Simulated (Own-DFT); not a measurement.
# Computed records: InGa3As4 (zincblende random alloy, strained, atoms displaced)

Computed with Own-DFT development build. A calculation, not a measurement: plane-wave PBE density functional theory by an unreviewed code, no spin, of a simulated periodic cell, stress positive in tension, free energy of the whole cell less one offset for each atom, forces on such cells passed a denser k mesh, this cell's mesh not checked; offsets are fitted by least squares, one for each functional and potential file, so energies compare only between cells with the same atoms and settings and are not formation energies; the far tail of each file's local potential was reset to the Coulomb form; each entry is a single point on an unrelaxed cell, so the pressure reflects the starting lattice, mostly measured values, from which strain is counted, and rises with the displacements; printed positions are rounded, which can move forces by about a meV/angstrom; the program is a retired in-house code; no spin-orbit coupling.

Settings shared by all entries: functional PBE; potential files PseudoDojo norm-conserving, scalar-relativistic, standard set; wave cutoff 42 hartree; occupations Fermi-Dirac; smearing width 0.1 eV; k mesh 3 x 3 x 3 centred on Gamma.

(1) InGa3As4 (zincblende random alloy, strained, atoms displaced)

```
cell vectors (Å)
  11.3066     0.0000     0.0000
   0.0000    11.3066     0.0000
   0.0000     0.0000    11.7318
atoms (fractions of the cell vectors)
Ga  0.99662  0.00172  0.99581
In  0.00325  0.24283  0.24428
Ga  0.24429  0.00578  0.24924
Ga  0.25342  0.24952  0.00099
As  0.12618  0.12320  0.12073
As  0.12426  0.37650  0.37137
As  0.37316  0.12033  0.36785
As  0.37621  0.36763  0.12228
Ga  0.99678  0.99552  0.50449
Ga  0.00657  0.24985  0.74942
Ga  0.25042  0.99885  0.75066
Ga  0.25370  0.25310  0.50670
As  0.13295  0.13175  0.62941
As  0.12924  0.37751  0.88366
As  0.36631  0.12830  0.87700
As  0.37946  0.36745  0.61950
Ga  0.00207  0.49003  0.00139
In  0.99845  0.75206  0.24724
Ga  0.24811  0.49709  0.23997
In  0.24371  0.74782  0.00375
As  0.12244  0.62481  0.13364
As  0.12188  0.88809  0.37448
As  0.37009  0.63007  0.36706
As  0.37369  0.87341  0.12533
Ga  0.00492  0.49988  0.49853
Ga  0.99551  0.75310  0.75265
Ga  0.25375  0.50908  0.75490
Ga  0.24642  0.75130  0.50105
As  0.12861  0.62861  0.63225
As  0.12629  0.87101  0.87269
As  0.36813  0.62487  0.87485
As  0.37464  0.87267  0.62985
Ga  0.49801  0.00019  0.00437
In  0.49828  0.25199  0.25250
Ga  0.74731  0.99225  0.25435
Ga  0.74857  0.25172  0.99419
As  0.62577  0.12737  0.12589
As  0.62433  0.37163  0.36889
As  0.87485  0.13045  0.37502
As  0.87474  0.37352  0.13063
In  0.49993  0.00263  0.50063
Ga  0.50166  0.24397  0.75463
In  0.75329  0.00039  0.74834
In  0.74985  0.25296  0.49496
As  0.62059  0.12595  0.62173
As  0.62436  0.37619  0.87415
As  0.87483  0.12362  0.87447
As  0.87660  0.37670  0.62339
Ga  0.49828  0.50148  0.00309
Ga  0.50405  0.74845  0.25382
Ga  0.74770  0.50856  0.24209
Ga  0.74451  0.74839  0.00225
As  0.62915  0.61774  0.13010
As  0.62958  0.87044  0.37225
As  0.87134  0.62627  0.38076
As  0.87843  0.87227  0.12458
In  0.51013  0.50792  0.49867
Ga  0.50506  0.74832  0.75392
Ga  0.74603  0.50579  0.75222
Ga  0.75122  0.75287  0.50011
As  0.63108  0.63191  0.62726
As  0.62645  0.88244  0.87492
As  0.88380  0.62620  0.87107
As  0.87467  0.87420  0.62213
```

It finds free energy of cell above offsets -21.762 eV; pressure 5.86 GPa; stress xx -6.54 GPa; stress yy -6.42 GPa; stress zz -4.62 GPa; stress yz -0.05 GPa; stress xz -0.22 GPa; stress xy 0.02 GPa.

Force:
```csv
element,x (eV/Å),y (eV/Å),z (eV/Å)
Ga,0.378,-0.49,0.113
In,0.022,0.49,0.66
Ga,0.455,-0.535,-0.319
Ga,-0.559,0.096,0.058
As,0.891,-0.97,-1.421
As,1.105,0.341,0.903
As,-1.641,0.363,0.88
As,-0.867,1.599,-0.828
Ga,0.355,1.301,-0.186
Ga,-0.369,0.509,0.427
Ga,-0.046,0.016,0.046
Ga,-0.375,-0.331,-1.426
As,-0.666,-0.988,-0.415
As,0.19,-0.319,-1.051
As,1.009,-0.759,-0.127
As,0.027,0.844,1.669
Ga,-0.409,0.863,0.479
In,0.025,-0.049,1.822
Ga,0.403,-0.194,0.674
In,0.205,-0.052,0.18
As,-0.015,-2.106,-1.161
As,0.686,-0.488,0.802
As,-0.426,-0.076,0.118
As,0.888,0.784,1.116
Ga,-0.085,0.231,0.376
Ga,0.55,0.114,-0.603
Ga,-0.315,-1.601,-0.87
Ga,0.068,0.347,-0.254
As,-0.584,-0.122,-0.653
As,-1.181,1.455,-0.693
As,2.17,-0.15,-0.01
As,-0.343,-0.67,0.308
Ga,-0.13,0.353,-0.189
In,-0.119,-0.755,-0.414
Ga,0.779,0.896,-0.725
Ga,0.259,-0.05,0.619
As,0.875,-1.049,-0.817
As,1.195,2.235,-0.403
As,0.155,-2.786,-0.047
As,-1.134,0.915,-1.508
In,-0.586,-1.089,-0.599
Ga,-0.411,0.305,-0.256
In,-0.372,0.35,-0.61
In,-0.117,0.152,0.915
As,0.364,1.087,1.411
As,-0.232,0.215,0
As,1.034,1.449,0.641
As,0.645,0.751,1.147
Ga,-0.143,-0.219,-0.35
Ga,-0.355,0.096,-0.604
Ga,1.225,-1.52,1.739
Ga,0.594,0.077,-0.407
As,-1.475,1.479,-1.343
As,-0.101,-0.379,0.199
As,-0.24,-0.781,0.103
As,-1.727,1.487,-1.452
In,-1.046,-0.295,-0.404
Ga,-0.429,0.294,0.185
Ga,0.859,-0.37,-0.094
Ga,0.089,-0.125,-0.052
As,0.423,0.689,0.792
As,-1.147,-1.44,1.248
As,-1.041,-0.505,1.045
As,0.761,-0.92,-0.384
```

(2) InGa3As4 (zincblende random alloy, strained, atoms displaced)

```
cell vectors (Å)
  11.3066     0.0000     0.0000
   0.0000    11.3066     0.0000
   0.0000     0.0000    11.7318
atoms (fractions of the cell vectors)
Ga  0.99706  0.99479  0.99945
Ga  0.99600  0.24982  0.25198
In  0.25427  0.99837  0.25175
In  0.24862  0.23922  0.99571
As  0.11508  0.12740  0.12012
As  0.12164  0.36795  0.37361
As  0.37596  0.11703  0.36830
As  0.37621  0.37502  0.12788
Ga  0.00222  0.00166  0.49760
Ga  0.99183  0.24840  0.74877
Ga  0.26079  0.00252  0.74983
Ga  0.25163  0.25008  0.50900
As  0.12846  0.12938  0.62157
As  0.12262  0.37267  0.86853
As  0.37275  0.12134  0.87524
As  0.37567  0.36934  0.62770
Ga  0.99731  0.50047  0.99487
Ga  0.00084  0.74833  0.25652
Ga  0.24811  0.50660  0.24321
Ga  0.25389  0.75013  0.00141
As  0.12573  0.62772  0.12071
As  0.12858  0.88057  0.37347
As  0.37167  0.62432  0.37322
As  0.37399  0.87276  0.12428
Ga  0.99917  0.49566  0.50288
In  0.00301  0.75994  0.75064
Ga  0.25146  0.49689  0.75244
Ga  0.25593  0.74210  0.51157
As  0.12207  0.62154  0.62013
As  0.12945  0.87812  0.87243
As  0.38068  0.62263  0.87400
As  0.37875  0.88127  0.62899
Ga  0.49774  0.00334  0.98999
In  0.49170  0.24538  0.25005
Ga  0.74496  0.99705  0.25796
Ga  0.75044  0.24694  0.99717
As  0.62209  0.13212  0.12557
As  0.61821  0.37729  0.37617
As  0.87504  0.12253  0.37294
As  0.87658  0.37270  0.12561
Ga  0.49347  0.00099  0.50877
Ga  0.50404  0.24521  0.75143
In  0.75155  0.99107  0.74707
In  0.75052  0.25284  0.50869
As  0.62450  0.12940  0.63042
As  0.62857  0.37805  0.87629
As  0.87741  0.12581  0.87080
As  0.87905  0.38192  0.62723
In  0.49901  0.49098  0.99978
Ga  0.49126  0.74135  0.24272
Ga  0.74967  0.49562  0.25017
Ga  0.75022  0.74763  0.00244
As  0.62865  0.62620  0.12792
As  0.62733  0.87808  0.37310
As  0.87041  0.62726  0.37329
As  0.87308  0.86993  0.12202
In  0.50330  0.50020  0.49775
Ga  0.49537  0.74229  0.74708
Ga  0.74676  0.50306  0.74828
Ga  0.75237  0.75400  0.49479
As  0.61840  0.62664  0.62682
As  0.62415  0.86995  0.87588
As  0.87806  0.62933  0.87683
As  0.87464  0.87043  0.62054
```

The calculation gives: free energy of cell above offsets -21.613 eV; pressure 5.94 GPa; stress xx -6.6 GPa; stress yy -6.53 GPa; stress zz -4.67 GPa; stress yz 0.01 GPa; stress xz 0.87 GPa; stress xy -0.44 GPa.

Force:
```csv
element,x (eV/Å),y (eV/Å),z (eV/Å)
Ga,0.054,0.222,-0.106
Ga,0.065,-0.234,-0.258
In,-1.42,0.159,-1.816
In,-0.457,1.71,0.71
As,-0.858,-0.865,1.013
As,0.664,0.719,0.224
As,0.103,0.757,3.828
As,-2.118,0.357,0.168
Ga,0.035,-0.114,0.062
Ga,0.916,0.279,-0.292
Ga,-1.317,0.023,-0.214
Ga,0.159,-0.011,-1.428
As,-0.641,-0.8,0.872
As,-0.579,0.561,-0.135
As,1.66,-0.322,-1.472
As,-0.128,-0.023,0.747
Ga,0.375,-0.286,0.359
Ga,0.187,0.372,-0.487
Ga,-0.301,-0.678,0.457
Ga,-0.138,-0.044,-0.548
As,-0.537,-0.061,0.041
As,-1.077,-1.965,1.742
As,-0.677,0.642,-0.387
As,1.172,-0.316,-1.311
Ga,0.168,0.406,-1.17
In,0.111,-1.161,-0.344
Ga,-0.202,0.233,-0.376
Ga,-0.345,0.866,-0.908
As,0.856,-0.575,0.379
As,1.355,1.071,1.301
As,-1.523,0.657,-0.515
As,-0.348,-1.287,0.037
Ga,0.666,-0.639,1.12
In,0.885,0.841,0.414
Ga,0.647,0.561,-1.401
Ga,0.193,0.185,0.189
As,1.195,-1.802,-1.302
As,1.908,-0.67,-1.451
As,0.192,-0.237,-0.098
As,-0.227,0.222,-0.315
Ga,1.119,0.47,-1.082
Ga,-0.364,0.602,0.554
In,-0.316,0.558,0.38
In,0.184,0.173,-1.263
As,-1.374,-1.02,-0.193
As,0.969,-1.491,-1.407
As,0.121,-0.055,1.035
As,0.051,0.398,1.029
In,0.496,1.129,0.603
Ga,0.731,0.592,0.514
Ga,-0.082,0.121,0.031
Ga,-0.155,0.024,-0.188
As,0.148,-0.068,0.213
As,-1.548,-0.771,0.708
As,0.433,-0.817,0.314
As,0.059,0.433,0.763
In,-1.246,0.257,0.678
Ga,0.306,0.921,0.477
Ga,0.377,0.308,0.307
Ga,-0.592,-0.317,0.212
As,1.699,0.933,0.236
As,-0.885,-0.821,0.577
As,-1.151,-0.796,0.181
As,0.346,0.483,-2.009
```

(3) InGa3As4 (zincblende random alloy, strained, atoms displaced)

```
cell vectors (Å)
  11.3066     0.0000     0.0000
   0.0000    11.3066     0.0000
   0.0000     0.0000    11.7318
atoms (fractions of the cell vectors)
Ga  0.00020  0.99671  0.00491
Ga  0.00696  0.24768  0.25159
In  0.24732  0.00216  0.25183
Ga  0.25274  0.24919  0.00036
As  0.12664  0.12201  0.12117
As  0.12634  0.37310  0.36741
As  0.36837  0.12839  0.37548
As  0.37255  0.36900  0.12167
Ga  0.99939  0.99809  0.50150
Ga  0.99093  0.24160  0.74799
Ga  0.25441  0.99025  0.74293
Ga  0.25283  0.24895  0.50389
As  0.12571  0.12856  0.62523
As  0.12196  0.36444  0.87617
As  0.37868  0.12415  0.87561
As  0.36944  0.37871  0.62084
Ga  0.00702  0.50172  0.99711
In  0.00397  0.74828  0.24371
In  0.25207  0.49953  0.25122
Ga  0.24931  0.74658  0.99911
As  0.12209  0.61696  0.12181
As  0.12247  0.87369  0.37563
As  0.37258  0.62249  0.37407
As  0.36733  0.87932  0.13564
In  0.99936  0.50531  0.50211
Ga  0.99468  0.75360  0.75117
Ga  0.24575  0.48947  0.74809
Ga  0.25202  0.74561  0.49802
As  0.13168  0.61626  0.63252
As  0.12704  0.87718  0.87684
As  0.38043  0.62663  0.86982
As  0.37544  0.87362  0.61754
In  0.49537  0.00086  0.99439
Ga  0.49993  0.25628  0.25529
Ga  0.75872  0.00030  0.24559
Ga  0.74487  0.25849  0.99118
As  0.63094  0.12481  0.12321
As  0.62685  0.37485  0.38570
As  0.87286  0.12594  0.38402
As  0.87024  0.37619  0.11565
In  0.49593  0.99961  0.49926
In  0.50659  0.25053  0.74249
Ga  0.75582  0.99945  0.74972
Ga  0.75406  0.25431  0.49636
As  0.62149  0.12799  0.63026
As  0.62081  0.37652  0.87319
As  0.87571  0.12218  0.87774
As  0.87887  0.37048  0.62089
Ga  0.50318  0.50559  0.00163
In  0.50253  0.75030  0.24632
Ga  0.74575  0.49994  0.24694
Ga  0.74793  0.75050  0.00003
As  0.62670  0.62655  0.12382
As  0.61958  0.86711  0.37067
As  0.87855  0.62151  0.37326
As  0.87672  0.87778  0.12466
Ga  0.49710  0.50512  0.50802
Ga  0.50204  0.74922  0.74943
Ga  0.75118  0.49858  0.75067
Ga  0.74867  0.75413  0.50260
As  0.62104  0.62696  0.62785
As  0.62829  0.87819  0.87807
As  0.87507  0.62397  0.87188
As  0.86681  0.86701  0.62625
```

The calculation gives: free energy of cell above offsets -21.260 eV; pressure 5.99 GPa; stress xx -6.56 GPa; stress yy -6.71 GPa; stress zz -4.71 GPa; stress yz -0.56 GPa; stress xz -0.38 GPa; stress xy 0.37 GPa.

Force:
```csv
element,x (eV/Å),y (eV/Å),z (eV/Å)
Ga,0.196,0.353,-0.621
Ga,-0.984,-0.125,-0.575
In,-0.828,0.474,0.789
Ga,-0.25,-0.537,-0.446
As,-1.007,1.135,-0.645
As,-0.404,-1.315,1.54
As,0.807,1.554,0.159
As,1.401,0.219,-0.42
Ga,-0.079,-0.077,0.381
Ga,0.497,0.221,0.176
Ga,-0.337,0.893,0.557
Ga,-0.655,0.31,-0.641
As,-0.011,-0.786,0.144
As,0.02,0.343,-0.318
As,-2.351,0.893,-1.467
As,0.008,0.124,-0.187
Ga,-0.908,-0.629,-0.468
In,-0.387,-0.023,0.429
In,0.042,-0.366,-0.849
Ga,0.21,0.064,0.163
As,0.882,0.501,-1.473
As,0.081,-0.16,1.8
As,0.955,0.508,1.635
As,0.409,-1.535,-2.577
In,0.899,-0.784,-0.254
Ga,0.77,-0.426,0.092
Ga,0.377,0.075,1.122
Ga,-0.523,-0.052,0.267
As,0.017,2.018,0.25
As,-0.268,-0.248,-0.293
As,-0.75,-0.506,0.405
As,-0.831,-1.663,1.523
In,0.451,-0.66,1.867
Ga,0.34,-0.574,-0.289
Ga,-0.766,0.298,0.775
Ga,0.289,-0.766,0.482
As,0.086,0.897,0.796
As,-0.623,0.81,-0.852
As,0.548,-0.402,-1.121
As,0.636,-0.029,0.75
In,1.03,0.737,-0.69
In,-2.123,1.188,1.213
Ga,-0.523,0.214,0.14
Ga,-0.444,-0.567,0.951
As,3.207,-1.742,-1.984
As,0.703,1.367,0.676
As,-0.23,-0.02,0.113
As,-1.137,-0.345,1.316
Ga,-0.443,-0.472,-0.219
In,-1.222,-0.777,-0.322
Ga,0.434,-0.393,0.348
Ga,0.476,-0.01,-0.243
As,0.791,-0.906,-0.807
As,2.705,1.61,1.044
As,-2.298,0.826,-0.387
As,-0.848,0.012,-0.93
Ga,0.013,-0.132,-0.611
Ga,0.029,0.754,0.143
Ga,-0.061,-0.19,-0.313
Ga,-0.464,-0.981,-0.963
As,0.772,-0.169,-0.149
As,0.62,-1.164,-1.361
As,0.067,0.107,0.486
As,0.984,1.028,-0.055
```

(4) InGa3As4 (zincblende random alloy, strained, atoms displaced)

```
cell vectors (Å)
  11.3066     0.0000     0.0000
   0.0000    11.3066     0.0000
   0.0000     0.0000    11.7318
atoms (fractions of the cell vectors)
Ga  0.99957  0.99363  0.00546
Ga  0.99764  0.24717  0.25023
Ga  0.25415  0.99323  0.25251
Ga  0.25161  0.24668  0.99903
As  0.12623  0.12648  0.11958
As  0.12085  0.37759  0.37712
As  0.37225  0.12475  0.37379
As  0.37888  0.36820  0.12860
In  0.00288  0.99633  0.49895
Ga  0.00806  0.25123  0.74839
In  0.25488  0.00268  0.74454
Ga  0.24656  0.24292  0.49865
As  0.12173  0.12550  0.62929
As  0.12336  0.37435  0.87687
As  0.37499  0.12405  0.87242
As  0.37466  0.38378  0.62600
Ga  0.99512  0.49412  0.00352
Ga  0.00330  0.74893  0.24792
Ga  0.24950  0.50060  0.25332
In  0.24840  0.75717  0.99776
As  0.12860  0.62444  0.12610
As  0.12333  0.87052  0.36593
As  0.38207  0.62376  0.37275
As  0.38019  0.87569  0.12655
In  0.99046  0.49406  0.49393
Ga  0.99780  0.75093  0.75219
In  0.25081  0.50830  0.74752
Ga  0.24736  0.75271  0.50786
As  0.12217  0.62397  0.62057
As  0.12200  0.87588  0.87311
As  0.37475  0.62494  0.87270
As  0.38040  0.87391  0.62556
Ga  0.48713  0.00050  0.99569
Ga  0.50103  0.24962  0.24617
Ga  0.75030  0.00608  0.25212
Ga  0.75428  0.25214  0.00162
As  0.62976  0.12896  0.12263
As  0.62321  0.37431  0.36682
As  0.87037  0.12309  0.37932
As  0.88047  0.37863  0.12362
In  0.50454  0.00056  0.49345
Ga  0.50348  0.25000  0.75188
Ga  0.74843  0.00034  0.75167
In  0.75238  0.24502  0.49939
As  0.62302  0.12754  0.62464
As  0.63026  0.37810  0.88062
As  0.87608  0.12708  0.87554
As  0.87558  0.36802  0.62528
In  0.49221  0.49992  0.99859
Ga  0.50277  0.75157  0.24192
Ga  0.74724  0.50052  0.24886
Ga  0.74861  0.74984  0.99712
As  0.61851  0.62390  0.12434
As  0.61847  0.87700  0.37546
As  0.87164  0.62768  0.37216
As  0.87796  0.87520  0.12230
Ga  0.50013  0.50486  0.50019
Ga  0.49966  0.74500  0.75256
Ga  0.75246  0.50951  0.74441
Ga  0.75056  0.75435  0.49554
As  0.62544  0.61787  0.62481
As  0.62681  0.87211  0.87536
As  0.87303  0.62816  0.87800
As  0.87769  0.88387  0.62389
```

It finds free energy of cell above offsets -21.771 eV; pressure 5.9 GPa; stress xx -6.55 GPa; stress yy -6.47 GPa; stress zz -4.68 GPa; stress yz -0.07 GPa; stress xz 0.15 GPa; stress xy 0.36 GPa.

Force:
```csv
element,x (eV/Å),y (eV/Å),z (eV/Å)
Ga,0.172,0.853,-0.813
Ga,0.267,0.069,0.021
Ga,-0.362,0.691,-0.524
Ga,0.054,0.416,0.017
As,-0.028,-0.647,0.811
As,1.538,-1.691,-1.442
As,-0.545,0.788,-0.889
As,-1.713,-0.161,0.356
In,0.704,0.488,-0.815
Ga,-0.854,0.09,0.628
In,-0.516,-0.718,0.391
Ga,0.106,0.905,0.302
As,0.277,1.262,-0.854
As,-0.048,-0.207,0.489
As,0.685,1.375,0.802
As,0.962,-2.034,-1.214
Ga,0.856,0.949,-0.63
Ga,-0.59,-0.392,-0.421
Ga,0.278,-0.354,-0.09
In,0.289,-0.517,0.255
As,-0.831,-0.908,0.349
As,1.177,-0.442,0.367
As,-0.736,0.755,0.147
As,0.119,0.709,0.471
In,-0.074,0.857,0.819
Ga,0.011,-0.064,-0.423
In,-0.94,-0.681,0.373
Ga,0.377,-0.218,-0.908
As,-0.91,1.489,-0.075
As,-1.269,0.643,-0.449
As,0.46,1.52,-0.147
As,0.176,-1.475,-0.268
Ga,1.514,0.009,0.341
Ga,0.192,-0.501,0.307
Ga,-0.181,-0.666,-0.404
Ga,0.14,0.109,-0.181
As,-0.621,-0.588,-0.143
As,-0.437,0.572,0.436
As,1.245,-0.474,-2.418
As,-0.991,-0.663,0.911
In,-1.072,0.797,1.281
Ga,0.024,0.708,0.028
Ga,0.044,0.341,0.009
In,-1.218,1.253,0.021
As,-0.112,-0.444,1.827
As,0.666,-0.631,-1.414
As,0.271,-0.29,-0.016
As,-0.041,0.585,2.082
In,0.352,-0.486,0.177
Ga,0.041,-0.185,0.855
Ga,0.105,0.143,-0.307
Ga,-0.121,-0.003,0.739
As,1.56,0.776,0.386
As,2.122,-1.709,-2.123
As,-0.721,0.869,-0.966
As,-0.785,-0.395,0.776
Ga,0.168,-0.786,-0.434
Ga,0.463,0.16,-0.28
Ga,0.339,-1.182,0.763
Ga,-0.163,-0.044,0.54
As,-0.015,1.349,-0.457
As,-0.632,0.403,-0.124
As,0.38,-0.438,-0.274
As,-1.606,-1.938,1.43
```

(5) InGa3As4 (zincblende random alloy, strained, atoms displaced)

```
cell vectors (Å)
  11.3066     0.0000     0.0000
   0.0000    11.3066     0.0000
   0.0000     0.0000    11.7318
atoms (fractions of the cell vectors)
Ga  0.99775  0.00211  0.00072
Ga  0.99604  0.25066  0.24843
Ga  0.25043  0.00302  0.24942
In  0.24707  0.25196  0.99741
As  0.12418  0.12214  0.13032
As  0.12484  0.37143  0.37940
As  0.37661  0.13543  0.37690
As  0.38120  0.37138  0.11846
Ga  0.00578  0.99751  0.50374
Ga  0.00018  0.24821  0.74490
In  0.25237  0.00186  0.74211
Ga  0.25323  0.25509  0.49976
As  0.12353  0.12406  0.62129
As  0.12061  0.36939  0.87919
As  0.37951  0.11422  0.86583
As  0.37341  0.37814  0.62683
In  0.99807  0.50043  0.01342
Ga  0.99698  0.75190  0.24717
Ga  0.24867  0.50082  0.25888
In  0.24612  0.75156  0.99311
As  0.12660  0.62024  0.11835
As  0.12634  0.87183  0.37490
As  0.37374  0.62087  0.38391
As  0.37029  0.87857  0.12988
Ga  0.00427  0.49931  0.50556
Ga  0.00240  0.75120  0.75684
In  0.24871  0.50401  0.74948
Ga  0.24950  0.74282  0.50040
As  0.12517  0.62136  0.62169
As  0.12994  0.87933  0.87163
As  0.37293  0.61904  0.87124
As  0.37659  0.87104  0.62548
Ga  0.50153  0.99275  0.00342
Ga  0.49895  0.25221  0.25312
Ga  0.74984  0.00131  0.25214
Ga  0.74356  0.25118  0.00213
As  0.62650  0.12961  0.12325
As  0.61732  0.36902  0.38073
As  0.87560  0.13163  0.38456
As  0.87835  0.37937  0.11944
Ga  0.49896  0.00192  0.49767
In  0.49632  0.24870  0.74507
Ga  0.74532  0.00080  0.75375
Ga  0.76205  0.25733  0.50031
As  0.62445  0.12226  0.62060
As  0.62198  0.37330  0.87427
As  0.87751  0.11661  0.86766
As  0.87763  0.37496  0.62833
Ga  0.49547  0.49767  0.99943
In  0.49489  0.74657  0.24703
Ga  0.75018  0.50065  0.24904
Ga  0.74853  0.75207  0.99889
As  0.62436  0.62786  0.12400
As  0.63095  0.87111  0.38164
As  0.87645  0.62035  0.37803
As  0.87073  0.86579  0.12446
Ga  0.49973  0.49913  0.49837
Ga  0.50368  0.74704  0.74731
Ga  0.75808  0.49730  0.74904
In  0.74585  0.74747  0.49757
As  0.63535  0.62718  0.62297
As  0.62747  0.87125  0.88101
As  0.87965  0.62800  0.87180
As  0.87337  0.87323  0.63308
```

The calculation gives: free energy of cell above offsets -20.945 eV; pressure 6.08 GPa; stress xx -6.75 GPa; stress yy -6.79 GPa; stress zz -4.71 GPa; stress yz 0.55 GPa; stress xz -0.61 GPa; stress xy 0 GPa.

Force:
```csv
element,x (eV/Å),y (eV/Å),z (eV/Å)
Ga,0.097,-0.563,0.129
Ga,0.07,-0.025,0.311
Ga,-0.019,0.115,0.862
In,0.953,-1.687,0.103
As,-0.817,-0.213,0.142
As,-0.32,0.234,-0.497
As,-0.33,-1.096,-0.219
As,-0.017,0.949,1.88
Ga,-0.78,-0.331,-0.153
Ga,0.149,-0.266,0.558
In,-0.488,-0.356,-0.216
Ga,-0.246,-0.198,0.437
As,-0.254,1.374,-0.882
As,-1.304,0.568,-1.834
As,0.609,0.212,2.609
As,0.02,0.102,-1.943
In,0.308,0.563,-3.221
Ga,0.441,-0.751,0.294
Ga,0.118,-0.356,-0.733
In,0.876,-0.15,0.638
As,1.232,1.356,3.308
As,0.077,0.121,-0.095
As,-0.383,-0.319,-0.248
As,-0.109,0.97,-0.69
Ga,-0.393,-0.279,-0.611
Ga,0.216,0.234,-0.772
In,-1.002,-1.275,0.188
Ga,-0.054,0.635,0.187
As,-1.109,1.61,-0.184
As,-2.203,0.414,0.004
As,2.33,1.102,0.803
As,0.853,-0.96,-1.409
Ga,-0.105,0.523,-0.098
Ga,0.226,-0.125,-0.697
Ga,0.112,0.081,0.14
Ga,0.959,0.034,-0.775
As,-0.467,-0.725,0.669
As,1.172,0.617,-0.414
As,0.529,-0.992,-1.096
As,-2.853,-2.693,2.535
Ga,0.091,-0.355,-0.075
In,0.657,-0.15,0.082
Ga,-0.136,-0.336,-0.483
Ga,-1.367,-0.281,0.382
As,1.246,-0.231,-0.572
As,0.98,1.02,0.515
As,-0.338,1.117,0.795
As,0.305,0.192,-0.201
Ga,0.762,0.417,-0.207
In,0.246,0.406,1.125
Ga,-0.271,-0.34,0.271
Ga,0.259,-0.858,-0.125
As,0.818,-1.355,-1.138
As,-1.814,2.507,-1.909
As,0.962,-0.614,-1.042
As,0.27,1.263,0.061
Ga,0.308,0.013,0.87
Ga,0.108,-0.153,0.311
Ga,-0.666,0.331,0.529
In,2.289,0.286,0.466
As,-2.08,-2.172,1.791
As,-0.571,0.236,-0.7
As,-0.889,0.009,0.181
As,0.739,0.593,0.063
```
